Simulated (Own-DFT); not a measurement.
## Calculated data, Al32O47 (corundum with one vacancy, atoms displaced)

All values are calculated (Own-DFT development build). A calculation, not a measurement: plane-wave PBE density functional theory by an unreviewed code, no spin, of a simulated periodic cell, stress positive in tension, free energy of the whole cell less one offset for each atom, defect cell not probed for a lower state with spin; oxygen file: force components 24 meV/angstrom off all-electron in one glass; forces on such cells passed a denser k mesh, this cell's mesh not checked; offsets are fitted by least squares, one for each functional and potential file, so energies compare only between cells with the same atoms and settings and are not formation energies; the far tail of each file's local potential was reset to the Coulomb form; each entry is a single point on an unrelaxed cell, so the pressure reflects the starting lattice, mostly measured values, from which strain is counted, and rises with the displacements; printed positions are rounded, which can move forces by about a meV/angstrom; the program is a retired in-house code; no spin-orbit coupling; before rounding, a Quantum ESPRESSO 7.3.1 run of the same cell and cutoff gave forces within 1 meV/angstrom rms on each cell, which checks the program and not the settings.

Settings shared by all entries: functional PBE; potential files PseudoDojo norm-conserving, scalar-relativistic, standard set; wave cutoff 72 hartree; occupations Fermi-Dirac; smearing width 0.1 eV; k mesh 3 x 3 x 3 centred on Gamma.

```json
{"entry": 1, "formula": "Al32O47", "kind": "corundum with one vacancy, atoms displaced", "structure": {"cell_angstrom": [[5.494, 0.0, 8.6604], [-2.747, 4.7579, 8.6604], [-2.747, -4.7579, 8.6604]], "atoms_fractional": [["Al", 0.17438, 0.17591, 0.18195], ["Al", 0.3249, 0.32761, 0.32431], ["Al", 0.42366, 0.43682, 0.41588], ["Al", 0.06334, 0.07509, 0.08246], ["O", 0.28014, 0.46718, 0.13323], ["O", 0.47919, 0.12593, 0.27999], ["O", 0.12796, 0.27438, 0.47256], ["O", 0.21559, 0.02364, 0.37528], ["O", 0.04898, 0.36237, 0.22336], ["O", 0.37667, 0.22697, 0.01676], ["Al", 0.17203, 0.17337, 0.68252], ["Al", 0.32038, 0.33346, 0.82222], ["Al", 0.43735, 0.42158, 0.92102], ["Al", 0.07444, 0.07831, 0.57122], ["O", 0.27944, 0.48518, 0.61499], ["O", 0.46561, 0.12553, 0.77475], ["O", 0.13105, 0.28303, 0.96659], ["O", 0.22724, 0.02112, 0.88509], ["O", 0.029, 0.37664, 0.7249], ["O", 0.37855, 0.22688, 0.52541], ["Al", 0.17129, 0.69031, 0.17463], ["Al", 0.3147, 0.84283, 0.31409], ["Al", 0.41664, 0.92289, 0.431], ["Al", 0.06543, 0.57942, 0.07237], ["O", 0.27893, 0.97617, 0.11901], ["O", 0.48287, 0.62713, 0.27484], ["O", 0.12286, 0.7808, 0.46947], ["O", 0.22138, 0.52918, 0.37241], ["O", 0.04244, 0.87383, 0.21385], ["O", 0.37413, 0.72932, 0.0227], ["Al", 0.18087, 0.66551, 0.6778], ["Al", 0.32578, 0.82467, 0.822], ["Al", 0.41937, 0.94201, 0.92942], ["Al", 0.07111, 0.57199, 0.58817], ["O", 0.26527, 0.96487, 0.63525], ["O", 0.46397, 0.62301, 0.79058], ["O", 0.12209, 0.78184, 0.97394], ["O", 0.21102, 0.5295, 0.87791], ["O", 0.02817, 0.87258, 0.72104], ["O", 0.37712, 0.72993, 0.51587], ["Al", 0.68098, 0.16721, 0.17804], ["Al", 0.82251, 0.32916, 0.31786], ["Al", 0.92399, 0.43164, 0.41503], ["Al", 0.57578, 0.07172, 0.08307], ["O", 0.77483, 0.4734, 0.12526], ["O", 0.96492, 0.1275, 0.2758], ["O", 0.61889, 0.29325, 0.46707], ["O", 0.5256, 0.37144, 0.22432], ["O", 0.8751, 0.2184, 0.03151], ["Al", 0.66919, 0.18199, 0.66979], ["Al", 0.82529, 0.32305, 0.82245], ["Al", 0.92638, 0.42581, 0.9263], ["Al", 0.58108, 0.07234, 0.56998], ["O", 0.77773, 0.47392, 0.62442], ["O", 0.96832, 0.13023, 0.78133], ["O", 0.62338, 0.27955, 0.97296], ["O", 0.73077, 0.0188, 0.86943], ["O", 0.52894, 0.36681, 0.73075], ["O", 0.86922, 0.22648, 0.52907], ["Al", 0.68118, 0.67912, 0.1801], ["Al", 0.80941, 0.82637, 0.33365], ["Al", 0.92646, 0.91845, 0.42762], ["Al", 0.57147, 0.57369, 0.07267], ["O", 0.76982, 0.97941, 0.13631], ["O", 0.95577, 0.63685, 0.28533], ["O", 0.62047, 0.7736, 0.48001], ["O", 0.7203, 0.52847, 0.37811], ["O", 0.52583, 0.87035, 0.2309], ["O", 0.87289, 0.71584, 0.0335], ["Al", 0.6711, 0.67133, 0.67932], ["Al", 0.82345, 0.83414, 0.80825], ["Al", 0.92083, 0.91713, 0.9413], ["Al", 0.56459, 0.58103, 0.56916], ["O", 0.77617, 0.97061, 0.6308], ["O", 0.96701, 0.62853, 0.76773], ["O", 0.62886, 0.78242, 0.96117], ["O", 0.72965, 0.51725, 0.8711], ["O", 0.53866, 0.8765, 0.71836], ["O", 0.8781, 0.72275, 0.52632]]}, "results": {"free_energy_of_cell_above_offsets [eV]": "-53.076", "pressure [GPa]": 8.85, "stress_xx [GPa]": -8.22, "stress_yy [GPa]": -9.89, "stress_zz [GPa]": -8.43, "stress_yz [GPa]": 0.24, "stress_xz [GPa]": 0.62, "stress_xy [GPa]": 0.98, "force_element": ["Al", "Al", "Al", "Al", "O", "O", "O", "O", "O", "O", "Al", "Al", "Al", "Al", "O", "O", "O", "O", "O", "O", "Al", "Al", "Al", "Al", "O", "O", "O", "O", "O", "O", "Al", "Al", "Al", "Al", "O", "O", "O", "O", "O", "O", "Al", "Al", "Al", "Al", "O", "O", "O", "O", "O", "Al", "Al", "Al", "Al", "O", "O", "O", "O", "O", "O", "Al", "Al", "Al", "Al", "O", "O", "O", "O", "O", "O", "Al", "Al", "Al", "Al", "O", "O", "O", "O", "O", "O"], "force_x [eV/angstrom]": [1.587, -0.213, 0.047, 1.447, -0.215, -0.866, -0.35, -0.308, -3.097, 0.037, 0.492, 0.929, -2.086, -1.411, 0.404, 0.084, -1.462, -0.835, 0.76, -0.656, 2.33, 1.599, 0.304, 2.06, -1.659, -1.13, 0.408, -0.713, -2.869, 0.479, -1.464, -0.613, 2.508, 1.392, 1.069, 0.951, -0.155, 0.603, 0.381, -0.901, -1.658, -0.25, -0.295, -0.379, 0.951, 0.137, 0.741, 0.749, -0.126, 0.52, -0.477, -0.084, -0.315, -0.022, 0.618, 1.07, -1.912, -0.456, 0.759, -0.986, 0.39, -0.513, 0.105, 2.163, 1.607, -0.926, 0.806, 0.167, 0.194, 0.49, 0.131, 0.537, 0.962, 0.349, -0.87, -0.499, -1.6, -0.3, -0.644], "force_y [eV/angstrom]": [1.553, -0.411, -0.517, 1.059, 1.872, -1.261, 0.003, 0.386, 1.379, -2.091, 0.401, -0.879, -1.207, -0.949, -1.427, 1.909, -0.649, 1.897, -0.612, -0.863, -1.776, -2.675, 0.582, -0.988, -0.659, 0.422, 0.212, -0.055, -0.042, -1.05, 2.414, -0.558, -0.852, 2.032, 0.909, 1.098, -0.515, 0.326, -0.184, -1.952, 0.427, -1.058, -1.671, 1.393, 0.227, -0.223, -1.067, 0.988, 0.385, -0.903, 0.347, -0.124, 0.599, 0.052, -1.018, -0.702, -0.249, 2.239, 0.269, 0.223, -0.444, 0.352, 0.784, -0.227, 0.085, 0.588, 0.481, 1.91, 0.67, 0.179, -2.818, 2.292, -1.397, 3.557, -1.06, -0.773, 0.037, -0.541, -0.092], "force_z [eV/angstrom]": [-1.261, 0.026, -0.03, 0.421, -1.286, -1.81, -0.215, 1.489, 0.048, 0.907, 0.933, -0.751, 0.105, -0.537, 0.158, 1.916, -0.93, -1.482, -0.555, -0.769, -1.512, -1.226, 1.596, 1.646, 1.49, -0.847, 0.422, 0.875, 0.575, 0.192, 0.861, 1.255, -2.008, -2.234, 0.63, -0.612, -0.506, 0.593, 0.086, -0.312, 2.128, -0.377, 1.754, -1.521, 0.282, 0.689, 0.044, 0.871, -0.039, 0.585, 0.102, -0.127, -0.906, -0.598, -0.727, 0.135, 1.601, 0.224, -0.113, -2.714, 1.429, 0.073, 0.494, -2.066, -1.063, -0.408, -0.177, 0.883, 0.805, 1.188, 1.004, -0.439, 0.765, -1.551, 1.827, 0.302, 0.821, -1.839, -0.685]}}
{"entry": 2, "formula": "Al32O47", "kind": "corundum with one vacancy, atoms displaced", "structure": {"cell_angstrom": [[5.494, 0.0, 8.6604], [-2.747, 4.7579, 8.6604], [-2.747, -4.7579, 8.6604]], "atoms_fractional": [["Al", 0.1777, 0.17993, 0.17035], ["Al", 0.33087, 0.32019, 0.32546], ["Al", 0.42043, 0.42745, 0.43128], ["Al", 0.07041, 0.06596, 0.07767], ["O", 0.28181, 0.46782, 0.12878], ["O", 0.4741, 0.11764, 0.27571], ["O", 0.12022, 0.28567, 0.47275], ["O", 0.21177, 0.04179, 0.37294], ["O", 0.03452, 0.36886, 0.21312], ["O", 0.37227, 0.22115, 0.04406], ["Al", 0.18028, 0.17401, 0.67658], ["Al", 0.31897, 0.32152, 0.81951], ["Al", 0.42757, 0.42638, 0.92341], ["Al", 0.08327, 0.07137, 0.57136], ["O", 0.27595, 0.47586, 0.62876], ["O", 0.47194, 0.12775, 0.7786], ["O", 0.12125, 0.27175, 0.9833], ["O", 0.21813, 0.03698, 0.87113], ["O", 0.02427, 0.38214, 0.72174], ["O", 0.3685, 0.22718, 0.5286], ["Al", 0.17946, 0.66663, 0.18211], ["Al", 0.33088, 0.81858, 0.32607], ["Al", 0.42029, 0.93756, 0.41985], ["Al", 0.07513, 0.57355, 0.07104], ["O", 0.28908, 0.96979, 0.12603], ["O", 0.46735, 0.63976, 0.27448], ["O", 0.10989, 0.78116, 0.47587], ["O", 0.22497, 0.52255, 0.37635], ["O", 0.0233, 0.86679, 0.22746], ["O", 0.35764, 0.73571, 0.03078], ["Al", 0.17772, 0.67372, 0.67097], ["Al", 0.32422, 0.80842, 0.82717], ["Al", 0.42121, 0.93547, 0.91092], ["Al", 0.0774, 0.58028, 0.5736], ["O", 0.27751, 0.97348, 0.63687], ["O", 0.45966, 0.63575, 0.77735], ["O", 0.12786, 0.77654, 0.97779], ["O", 0.21453, 0.53163, 0.87424], ["O", 0.02765, 0.87247, 0.72217], ["O", 0.38717, 0.71496, 0.52475], ["Al", 0.67589, 0.17144, 0.17718], ["Al", 0.82794, 0.32225, 0.32296], ["Al", 0.91821, 0.4372, 0.42089], ["Al", 0.57131, 0.0784, 0.06201], ["O", 0.77072, 0.4802, 0.12479], ["O", 0.96327, 0.14592, 0.28121], ["O", 0.63036, 0.27337, 0.47632], ["O", 0.73676, 0.03266, 0.36095], ["O", 0.52998, 0.37672, 0.2177], ["O", 0.88393, 0.21414, 0.0251], ["Al", 0.67835, 0.17354, 0.68091], ["Al", 0.82266, 0.32899, 0.8249], ["Al", 0.92413, 0.424, 0.92743], ["Al", 0.57414, 0.07453, 0.57677], ["O", 0.79212, 0.46828, 0.61586], ["O", 0.96839, 0.13179, 0.76837], ["O", 0.62924, 0.27225, 0.97909], ["O", 0.71162, 0.03428, 0.8736], ["O", 0.52564, 0.38648, 0.71599], ["O", 0.88178, 0.22505, 0.51984], ["Al", 0.67641, 0.67086, 0.17526], ["Al", 0.82374, 0.8221, 0.32333], ["Al", 0.92886, 0.92891, 0.41711], ["Al", 0.58256, 0.57178, 0.07182], ["O", 0.79399, 0.97126, 0.11206], ["O", 0.97192, 0.62717, 0.2882], ["O", 0.62613, 0.7746, 0.471], ["O", 0.7294, 0.52751, 0.37484], ["O", 0.52313, 0.87673, 0.22818], ["O", 0.87095, 0.72577, 0.02322], ["Al", 0.67498, 0.68485, 0.68218], ["Al", 0.82141, 0.81628, 0.83327], ["Al", 0.92982, 0.93404, 0.92618], ["Al", 0.57644, 0.56931, 0.58255], ["O", 0.77167, 0.97406, 0.62462], ["O", 0.96245, 0.62774, 0.78071], ["O", 0.63632, 0.77138, 0.9692], ["O", 0.72366, 0.53497, 0.86674], ["O", 0.88322, 0.71445, 0.52998]]}, "results": {"free_energy_of_cell_above_offsets [eV]": "-52.126", "pressure [GPa]": 9.35, "stress_xx [GPa]": -10.21, "stress_yy [GPa]": -8.97, "stress_zz [GPa]": -8.87, "stress_yz [GPa]": 0.03, "stress_xz [GPa]": 1.24, "stress_xy [GPa]": -0.21, "force_element": ["Al", "Al", "Al", "Al", "O", "O", "O", "O", "O", "O", "Al", "Al", "Al", "Al", "O", "O", "O", "O", "O", "O", "Al", "Al", "Al", "Al", "O", "O", "O", "O", "O", "O", "Al", "Al", "Al", "Al", "O", "O", "O", "O", "O", "O", "Al", "Al", "Al", "Al", "O", "O", "O", "O", "O", "O", "Al", "Al", "Al", "Al", "O", "O", "O", "O", "O", "O", "Al", "Al", "Al", "Al", "O", "O", "O", "O", "O", "O", "Al", "Al", "Al", "Al", "O", "O", "O", "O", "O"], "force_x [eV/angstrom]": [-0.076, -0.986, 1.263, 0.66, 0.06, -0.264, 1.452, 1.714, -1.887, 0.356, -1.826, -1.014, -0.68, -2.37, 0.526, -0.461, 0.908, 0.166, 0.848, 1.595, -0.823, -1.805, 0.961, -0.606, -0.893, 1.812, 2.656, -0.15, 0.689, 2.598, -1.249, -2.737, 0.073, -0.885, 1.261, 3.409, -0.727, 0.946, 0.236, -2.223, 0.653, -2.34, 2.189, 0.142, 1.166, 4.185, -1.608, -1.672, 0.071, -1.627, 1.142, 1.376, 0.758, 1.063, -3.189, -0.173, -0.463, 0.922, 0.02, -0.986, -0.844, -0.366, -1.666, -1.681, -2.467, 1.387, -0.557, -0.654, 1.185, 0.347, 0.519, 1.025, 1.627, 1.011, 0.576, 1.341, -2.544, -0.744, -1.653], "force_y [eV/angstrom]": [-1.244, 0.062, 0.733, 0.158, 0.79, 1.173, -0.194, -1.739, 1.91, 2.426, 1.014, -0.749, -0.833, 0.648, 0.645, 0.234, 1.715, -0.816, -0.671, -0.326, 0.304, 1.533, -2.071, -0.278, 0.614, -2.425, 0.181, -0.018, 1.35, -0.25, 0.199, 1.372, -2.025, -0.777, 1.039, -2.048, 0.044, -0.399, 0.39, 0.357, 0.508, 0.702, -1.378, -2.166, -1.147, -2.987, 1.112, -0.957, -0.423, 0.794, 1.996, 0.481, 0.139, 0.014, -1.096, -0.893, 1.602, -0.685, -2.513, -1.097, 0.409, -0.127, -0.224, 0.836, -1.333, 0.343, 0.38, 0.835, 0.751, -1.005, 2.228, 2.255, 0.381, 2.354, -0.635, -0.538, 0.25, -2.074, 0.879], "force_z [eV/angstrom]": [-0.422, -1.303, 0.313, 1.119, -0.376, 2.338, 0.211, 0.24, 2.148, -1.07, -0.832, 1.657, -0.11, -0.385, -1.072, -0.147, -0.537, 0.578, 0.292, 1.148, -0.359, 0.699, -0.405, -0.109, -1.28, -2.147, 2.251, 1.377, 1.676, 0.983, 1.674, 2.391, 0.597, -2.141, -1.698, -1.08, -1.516, 0.201, 0.61, -0.889, -0.083, 1.865, 0.214, 1.115, -0.53, -4.188, -0.933, -0.483, 0.371, -0.166, -0.34, -0.933, 0.626, -0.383, 0.718, 0.757, -0.669, 0.492, -0.687, -0.125, 1.861, 0.201, 0.554, -0.594, 0.575, -1.816, 0.943, -1.286, -0.116, 1.336, -0.635, 0.631, -1.82, 0.55, 0.406, 0.197, -1.793, 0.151, -0.604]}}
{"entry": 3, "formula": "Al32O47", "kind": "corundum with one vacancy, atoms displaced", "structure": {"cell_angstrom": [[5.494, 0.0, 8.6604], [-2.747, 4.7579, 8.6604], [-2.747, -4.7579, 8.6604]], "atoms_fractional": [["Al", 0.18314, 0.17445, 0.17021], ["Al", 0.33551, 0.31334, 0.3216], ["Al", 0.42854, 0.42973, 0.42204], ["Al", 0.06851, 0.07641, 0.07404], ["O", 0.27055, 0.46727, 0.13063], ["O", 0.47462, 0.11513, 0.27715], ["O", 0.12146, 0.28608, 0.4678], ["O", 0.21098, 0.03784, 0.38423], ["O", 0.02495, 0.38231, 0.22455], ["O", 0.37279, 0.21764, 0.03623], ["Al", 0.16978, 0.16877, 0.68967], ["Al", 0.32957, 0.30782, 0.82988], ["Al", 0.41567, 0.42001, 0.93416], ["Al", 0.0661, 0.08182, 0.57509], ["O", 0.28132, 0.48048, 0.61914], ["O", 0.48953, 0.12113, 0.77595], ["O", 0.12262, 0.27336, 0.97089], ["O", 0.23008, 0.02728, 0.87496], ["O", 0.01174, 0.37924, 0.73019], ["O", 0.36939, 0.22247, 0.53416], ["Al", 0.16654, 0.67714, 0.18283], ["Al", 0.31528, 0.83209, 0.32241], ["Al", 0.43272, 0.92773, 0.41175], ["Al", 0.07426, 0.58751, 0.06677], ["O", 0.46691, 0.62698, 0.27968], ["O", 0.12286, 0.78076, 0.4722], ["O", 0.2163, 0.52668, 0.37643], ["O", 0.0264, 0.88244, 0.21561], ["O", 0.38492, 0.71295, 0.02962], ["Al", 0.1718, 0.67685, 0.67738], ["Al", 0.32269, 0.82005, 0.83508], ["Al", 0.4273, 0.92282, 0.92814], ["Al", 0.07602, 0.57684, 0.57222], ["O", 0.27013, 0.96382, 0.63731], ["O", 0.47322, 0.63111, 0.77271], ["O", 0.12482, 0.78764, 0.96779], ["O", 0.21414, 0.52898, 0.8867], ["O", 0.02748, 0.87988, 0.72784], ["O", 0.37783, 0.71903, 0.52512], ["Al", 0.67708, 0.16858, 0.17634], ["Al", 0.81676, 0.33108, 0.32858], ["Al", 0.9284, 0.42731, 0.42916], ["Al", 0.56933, 0.07036, 0.07795], ["O", 0.78257, 0.47476, 0.11754], ["O", 0.97519, 0.1214, 0.27677], ["O", 0.6193, 0.27642, 0.46797], ["O", 0.70871, 0.03767, 0.37069], ["O", 0.52208, 0.37461, 0.23013], ["O", 0.86867, 0.22884, 0.02823], ["Al", 0.67794, 0.18177, 0.6771], ["Al", 0.81366, 0.32326, 0.8239], ["Al", 0.92325, 0.42626, 0.92629], ["Al", 0.56943, 0.07258, 0.57679], ["O", 0.77709, 0.46861, 0.62456], ["O", 0.97581, 0.13353, 0.76517], ["O", 0.62235, 0.27094, 0.97766], ["O", 0.72961, 0.0268, 0.87465], ["O", 0.52476, 0.37557, 0.72386], ["O", 0.87782, 0.22754, 0.52427], ["Al", 0.68163, 0.67667, 0.16977], ["Al", 0.81862, 0.83797, 0.32468], ["Al", 0.92368, 0.92065, 0.42501], ["Al", 0.57572, 0.56529, 0.07665], ["O", 0.77667, 0.97968, 0.1213], ["O", 0.97073, 0.62297, 0.28952], ["O", 0.62858, 0.77577, 0.47141], ["O", 0.71977, 0.52742, 0.38063], ["O", 0.52885, 0.87243, 0.21763], ["O", 0.86665, 0.73129, 0.02327], ["Al", 0.67911, 0.6688, 0.67551], ["Al", 0.82964, 0.80915, 0.82449], ["Al", 0.92574, 0.91635, 0.93123], ["Al", 0.57237, 0.58482, 0.57202], ["O", 0.78457, 0.96015, 0.6336], ["O", 0.97721, 0.61967, 0.76679], ["O", 0.61718, 0.76995, 0.9887], ["O", 0.72293, 0.52263, 0.88225], ["O", 0.53145, 0.87499, 0.71897], ["O", 0.86464, 0.71219, 0.5505]]}, "results": {"free_energy_of_cell_above_offsets [eV]": "-53.275", "pressure [GPa]": 8.39, "stress_xx [GPa]": -8.23, "stress_yy [GPa]": -8.47, "stress_zz [GPa]": -8.45, "stress_yz [GPa]": 0.0, "stress_xz [GPa]": -0.57, "stress_xy [GPa]": 0.1, "force_element": ["Al", "Al", "Al", "Al", "O", "O", "O", "O", "O", "O", "Al", "Al", "Al", "Al", "O", "O", "O", "O", "O", "O", "Al", "Al", "Al", "Al", "O", "O", "O", "O", "O", "Al", "Al", "Al", "Al", "O", "O", "O", "O", "O", "O", "Al", "Al", "Al", "Al", "O", "O", "O", "O", "O", "O", "Al", "Al", "Al", "Al", "O", "O", "O", "O", "O", "O", "Al", "Al", "Al", "Al", "O", "O", "O", "O", "O", "O", "Al", "Al", "Al", "Al", "O", "O", "O", "O", "O", "O"], "force_x [eV/angstrom]": [-2.731, -2.707, -1.307, -0.073, 0.635, -0.458, 1.353, 2.282, 0.558, 0.554, 0.402, -0.585, 0.671, 0.917, -0.022, -1.176, 0.866, -0.768, 2.016, 0.109, 1.386, 0.889, -2.081, -0.694, 0.408, -0.396, -0.092, -0.513, -2.004, 0.971, 1.624, 0.058, 0.685, 0.943, -0.171, -0.789, 1.132, 0.965, -0.767, -0.447, 1.331, 0.379, 1.683, -0.683, -0.649, 1.219, 1.176, 1.25, 0.444, 1.001, 0.805, 0.546, -0.068, -0.974, -1.619, -0.897, -1.215, -0.488, -1.29, -1.505, 0.554, -0.67, -0.336, 0.946, -0.6, -0.143, 0.069, -0.591, 1.626, -1.678, -1.315, -0.839, 0.024, 0.019, -1.32, 1.411, -0.744, -0.315, 1.813], "force_y [eV/angstrom]": [-1.311, -0.145, -0.339, 0.775, 0.625, 1.197, -0.939, 0.591, 0.45, 0.854, 2.198, 2.022, 1.332, -0.663, -1.527, -0.841, 0.215, -0.81, 0.241, -0.28, -0.777, 0.066, -3.191, -2.67, -0.114, 0.221, 0.264, -1.439, 0.59, 0.209, 1.59, -0.559, -1.077, 1.068, -1.536, -1.966, 1.101, -0.882, 0.634, 2.324, 0.025, 0.504, 0.864, -1.11, -0.054, -0.407, -2.074, -0.078, -1.38, -0.779, -0.064, 0.162, 0.299, -0.109, -1.969, 0.757, 0.247, -0.077, -0.47, -1.565, -1.394, -0.071, 0.173, -1.334, 2.363, 1.112, 1.04, 0.146, -1.26, -0.83, 0.995, 2.817, -1.004, 1.864, -0.703, 2.029, 0.993, -0.601, 3.443], "force_z [eV/angstrom]": [-0.279, 0.084, -0.368, 0.907, 0.828, 1.132, 0.755, -1.185, -1.092, -0.451, -0.419, -0.169, 1.026, 0.978, -0.299, -1.188, 1.173, 0.058, 0.222, -0.284, 0.492, -0.406, -0.052, -0.575, 0.117, -0.586, 0.881, -0.348, -1.344, 1.065, -0.505, 0.803, -1.259, 0.606, -0.457, -0.185, -1.278, -1.828, 0.143, 0.546, -0.176, -0.865, -0.119, 0.842, -0.108, 1.654, 1.162, -1.2, -0.513, -0.365, 1.295, -1.01, 0.635, 0.381, 0.022, -0.129, -0.287, 0.445, -1.333, -0.659, -2.039, 2.402, 0.888, -0.212, 0.191, 0.012, -0.672, 0.86, 1.04, 0.353, 0.416, 0.334, -1.198, -1.011, 2.141, -0.004, -1.165, 0.147, 0.589]}}
```
